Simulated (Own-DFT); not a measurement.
# What a change of functional does to the pressure

These are calculations, not measurements. They come from Own-DFT, an in-house plane-wave density functional program, since retired, whose code no person has reviewed. Each row is one single-point run on a periodic cell that was not relaxed, without spin or spin-orbit coupling.

Known limits, some of them of some rows only: forces on such cells failed a check on a denser k mesh; forces on such cells passed a denser k mesh, each cell not checked; stress not checked against mesh or cutoff.

Each cell was run twice at the same cutoff, k mesh and smearing, with PBE and with PBEsol, on PseudoDojo norm-conserving files made for PBE. Atoms were moved at random from their sites; u is the rms move along one axis. Files made for PBEsol would give a somewhat different change.

```
                                                  cell  atoms  volume (Å³/atom)  u (Å)  cutoff (hartree)  P with PBE (GPa)  P with PBEsol (GPa)  change (GPa)
               C11b WSi2 with one Si vacancy (Si19W10)     29             13.90  0.031                50              3.67                -0.32         -3.99
               C11b WSi2 with one Si vacancy (Si19W10)     29             13.90  0.071                50              5.84                 1.84         -4.00
               C11b WSi2 with one Si vacancy (Si19W10)     29             13.90  0.032                50              3.76                -0.23         -3.99
            C40 NbSi2 with two Nb vacancies (Nb10Si24)     34             15.50  0.085                42              2.89                -0.38         -3.27
            C40 NbSi2 with two Nb vacancies (Nb10Si24)     34             15.50  0.026                42             -0.32                -3.58         -3.26
            C40 NbSi2 with two Nb vacancies (Nb10Si24)     34             15.50  0.079                42              1.66                    ?             ?
                                  L1_0 TiAl (Al16Ti16)     32             16.32  0.049                42              0.06                -2.72         -2.77
                                  L1_0 TiAl (Al16Ti16)     32             16.06  0.167                42              8.59                 5.75         -2.85
                                  L1_0 TiAl (Al16Ti16)     32             16.06  0.020                42              1.18                -1.66         -2.84
wurtzite AlGaN with randomly placed atoms (Al9Ga27N36)     72             11.17  0.029                42              6.18                 1.29         -4.89
wurtzite AlGaN with randomly placed atoms (Al9Ga27N36)     72             11.17  0.079                42             10.80                 5.86         -4.94
wurtzite AlGaN with randomly placed atoms (Al9Ga27N36)     72             11.34  0.047                42              4.07                -0.70         -4.78
```

## Worked reading

Mean change of pressure by composition, in GPa: AlGa3N4, -4.87; Si19W10, -3.99; Nb5Si12, -3.26; AlTi, -2.82. At a fixed cell PBEsol gives the lower pressure, because it favours a smaller volume than PBE. Here the change varies more between materials than between cells of one material.

## Withheld value

Question: what PBEsol pressure should the Nb10Si24 cell with the blank give?

Adding the mean change of the cells with its composition, -3.26 GPa, to 1.66 gives -1.6 GPa. The calculation gave -1.60 GPa.
